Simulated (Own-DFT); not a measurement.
# What a defect does to the pressure of its cell: C40 NbSi2

No measurement is shown. These are fixed-geometry runs of a retired plane-wave code named Own-DFT, which no person has reviewed; spin and spin-orbit coupling are neglected.

Method: PBEsol; PseudoDojo norm-conserving scalar-relativistic files, made for PBE; cutoff 42 hartree; 4 x 4 x 5 k mesh centred on Gamma; cold (Marzari-Vanderbilt) smearing of 0.2 eV.

Known weak points: forces on such cells failed a check on a denser k mesh; stress not checked against mesh or cutoff.

All runs share one cell, with vectors in Å (0.000, 8.324, 0.000); (-9.613, 0.000, 0.000); (0.000, 0.000, 6.586) and a volume of 527.0 Å³. The atoms are randomly displaced, by u rms on each axis. The defect's site can differ from row to row.

```
cell,formula,u (Å),P (GPa)
no defect,Nb12Si24,0.0190,-2.17
no defect,Nb12Si24,0.0218,-2.11
no defect,Nb12Si24,0.0519,-0.89
two Si on a Nb site each,Nb10Si26,0.0275,-1.87
two Si on a Nb site each,Nb10Si26,0.0286,-1.97
two Si on a Nb site each,Nb10Si26,0.0486,-0.90
one Si vacancy,Nb12Si23,0.0323,-2.53
one Si vacancy,Nb12Si23,0.0442,-1.84
one Si vacancy,Nb12Si23,0.0487,-1.89
two Nb vacancies,Nb10Si24,0.0295,-3.39
two Nb vacancies,Nb10Si24,0.0320,-3.49
two Nb vacancies,Nb10Si24,0.0566,-2.04
two Nb on a Si site each,Nb14Si22,0.0266,3.40
two Nb on a Si site each,Nb14Si22,0.0330,3.64
two Nb on a Si site each,Nb14Si22,0.0472,4.44
two Nb on a Si site each,Nb14Si22,0.0482,?
```

## Worked fit

P = P0 + c u² + a shift for each defect gives P0 = -2.43 GPa, c = 599 ± 32 GPa/Å² and a scatter of 0.10 GPa. The shifts, and each times the cell's volume:

- two Nb on a Si site each: 5.45 ± 0.09 GPa, 17.9 eV (9.0 eV for each of its 2 sites)
- two Si on a Nb site each: 0.06 ± 0.09 GPa, 0.2 eV (0.1 eV for each of its 2 sites) (not resolved)
- one Si vacancy: -0.73 ± 0.09 GPa, -2.4 eV
- two Nb vacancies: -1.56 ± 0.09 GPa, -5.1 eV (-2.6 eV for each of its 2 sites)

Positive is outwards. The product with the volume (160.2 GPa Å³ to the eV) is nearly free of the cell's size; divided by the bulk modulus at the cell's pressure it gives the volume that the defect adds. The atoms around the defects weren't relaxed, which would change these numbers.

## Prediction

Asked: what pressure belongs in the blank (two Nb on a Si site each, u = 0.0482 Å)?

The fitted form gives 4.41 ± 0.13 GPa. The hidden result is 4.17 GPa.
